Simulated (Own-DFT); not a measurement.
# Bulk modulus against bond length in tetrahedral crystals

Everything here is calculated. The program is Own-DFT (plane waves, in-house, since retired, never reviewed by a person); positions were held fixed, and spin and spin-orbit coupling were off.

Caveats (not all hold for every row): forces on such cells moved up to 12 meV/angstrom on a denser k mesh; forces not confirmed at this smearing and k mesh; k mesh not checked against a denser one; forces on such cells passed a denser k mesh, each cell not checked; stress not checked against mesh or cutoff.

All runs are PBE with PseudoDojo norm-conserving files; cutoff and k mesh are each material's own. Every cell starts from measured lattice constants and was given uniform random strains and small random moves of its atoms. Each triple is the change of volume in per cent, the rms move u in Å and the pressure in GPa.

- 4H SiC (C36Si36), 10.36 Å³/atom unstrained: (-3.56, 0.046, 13.80); (-2.32, 0.052, 11.18); (-1.86, 0.051, 10.07); (-1.80, 0.046, 9.13); (-1.30, 0.050, 8.05); (0.61, 0.049, 4.06); (1.40, 0.048, 2.31)
- wurtzite AlN (Al64N64), 10.45 Å³/atom unstrained: (-3.44, 0.050, 13.98); (-1.32, 0.049, 8.48); (-0.45, 0.049, 6.31); (1.57, 0.050, 2.40); (1.59, 0.051, 2.47); (3.40, 0.050, -1.28); (3.82, 0.046, -1.75)
- diamond silicon (Si64), 20.02 Å³/atom unstrained: (-1.78, 0.051, 4.42); (-1.70, 0.054, 4.59); (-1.41, 0.046, 3.93); (-0.11, 0.049, 2.80); (0.29, 0.049, 2.27); (0.91, 0.046, 1.65); (2.22, 0.051, 0.55)
- zincblende GaAs (As32Ga32), 22.58 Å³/atom unstrained: (-3.23, 0.051, 6.84); (-0.95, 0.048, 5.00); (-0.42, 0.053, 4.58); (0.00, 0.054, 4.23); (0.64, 0.054, 3.59); (1.29, 0.049, 3.08); (3.80, 0.048, 1.41)
- zincblende InP (In32P32), 25.27 Å³/atom unstrained: withheld
- grey tin (Sn64), 34.15 Å³/atom unstrained: (-3.79, 0.051, 5.94); (-3.21, 0.052, 5.67); (-2.52, 0.050, 5.25); (-2.09, 0.050, 4.80); (-1.98, 0.047, 4.76); (-0.55, 0.053, 4.09); (1.38, 0.048, 2.99)

## Fit

Fit a line to each set against the fractional change of volume; B is minus its slope, and u is nearly the same within a set. To take it to zero pressure, assume that B rises by 4 GPa for each GPa: B0 = B - 4 x (mean pressure). The bond length of an ideal tetrahedral crystal with the unstrained volume v is d = (√3/4)(8 v)^(1/3). Cohen's empirical rule reads B0 = (1971 - 220 L) d^(-3.5) GPa, with L = 0 for group IV crystals and SiC and 1 for III-V compounds.

```
material,L,d (Å),B (GPa),mean P (GPa),B0 (GPa),rule (GPa)
4H SiC (C36Si36),0,1.888,233 ± 9,8.4,199 ± 9,213
wurtzite AlN (Al64N64),1,1.893,214 ± 8,4.4,197 ± 8,188
diamond silicon (Si64),0,2.352,100 ± 4,2.9,89 ± 4,99
zincblende GaAs (As32Ga32),1,2.448,78 ± 2,4.1,62 ± 2,76
zincblende InP (In32P32),1,2.541,?,?,?,67
grey tin (Sn64),0,2.810,57 ± 2,4.8,38 ± 2,53
```

A line through ln[B0/(1971 - 220 L)] against ln d has a slope of -4.3 ± 0.2 and a scatter of 6 %. Against the rule, B0 stands at 93 % for 4H SiC, 105 % for wurtzite AlN, 90 % for diamond silicon, 81 % for zincblende GaAs, 72 % for grey tin. PBE tends to make silicon and heavier crystals too soft, and the rule itself is only a guide.

## Test on the hidden row

Question: what B0 does the fitted trend give for zincblende InP (In32P32)?

Estimate: 53 GPa. Its own runs give B = 75 ± 5 GPa at a mean pressure of 3.2 GPa, so B0 = 62 GPa.
